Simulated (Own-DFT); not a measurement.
# Point defects and the pressure they add: zincblende InP

Source: density functional calculations with Own-DFT, an unreviewed in-house program that is no longer used. Nothing was measured or relaxed, and spin and spin-orbit coupling are left out.

Method: PBE; PseudoDojo norm-conserving scalar-relativistic files; cutoff 36 hartree; 3 x 3 x 3 k mesh centred on Gamma; Fermi-Dirac smearing of 0.1 eV.

Caveats (not all hold for every row): not probed for a lower state with spin; forces on such cells moved up to 12 meV/angstrom on a denser k mesh; stress not checked against mesh or cutoff.

All runs share one cell, with vectors in Å (11.737, 0.000, 0.000); (0.000, 11.737, 0.000); (0.000, 0.000, 11.737) and a volume of 1617.0 Å³. The atoms are randomly displaced, by u rms on each axis. The defect's site can differ from row to row.

| cell | formula | u (Å) | P (GPa) |
|---|---|---|---|
| no defect | In32P32 | 0.0184 | 3.18 |
| no defect | In32P32 | 0.0197 | 3.20 |
| no defect | In32P32 | 0.0450 | 3.53 |
| two P vacancies | In32P30 | 0.0303 | 2.96 |
| two P vacancies | In32P30 | 0.0306 | 2.97 |
| two P vacancies | In32P30 | 0.0309 | ? |
| two P vacancies | In32P30 | 0.0317 | 2.99 |
| one In on a P site and one P on an In site | In32P32 | 0.0277 | 3.59 |
| one In on a P site and one P on an In site | In32P32 | 0.0478 | 3.97 |
| one In on a P site and one P on an In site | In32P32 | 0.0505 | 3.82 |

## Working it out

P = P0 + c u² + a shift for each defect gives P0 = 3.13 GPa, c = 187 ± 34 GPa/Å² and a scatter of 0.07 GPa. The shifts, and each times the cell's volume:

- one In on a P site and one P on an In site: 0.32 ± 0.06 GPa, 3.2 eV
- two P vacancies: -0.34 ± 0.05 GPa, -3.4 eV (-1.7 eV for each of its 2 sites)

A positive shift means that the defect pushes the cell outwards. Shift times volume (160.2 GPa Å³ is 1 eV) depends little on the cell's size, so, taken for each site, it can be compared between cells at like pressure. The atoms around the defects weren't relaxed, which would change these numbers.

## Test on the hidden row

The question: what pressure belongs in the blank (two P vacancies, u = 0.0309 Å)?

The fitted form gives 2.97 ± 0.08 GPa. The calculation gave 3.08 GPa.
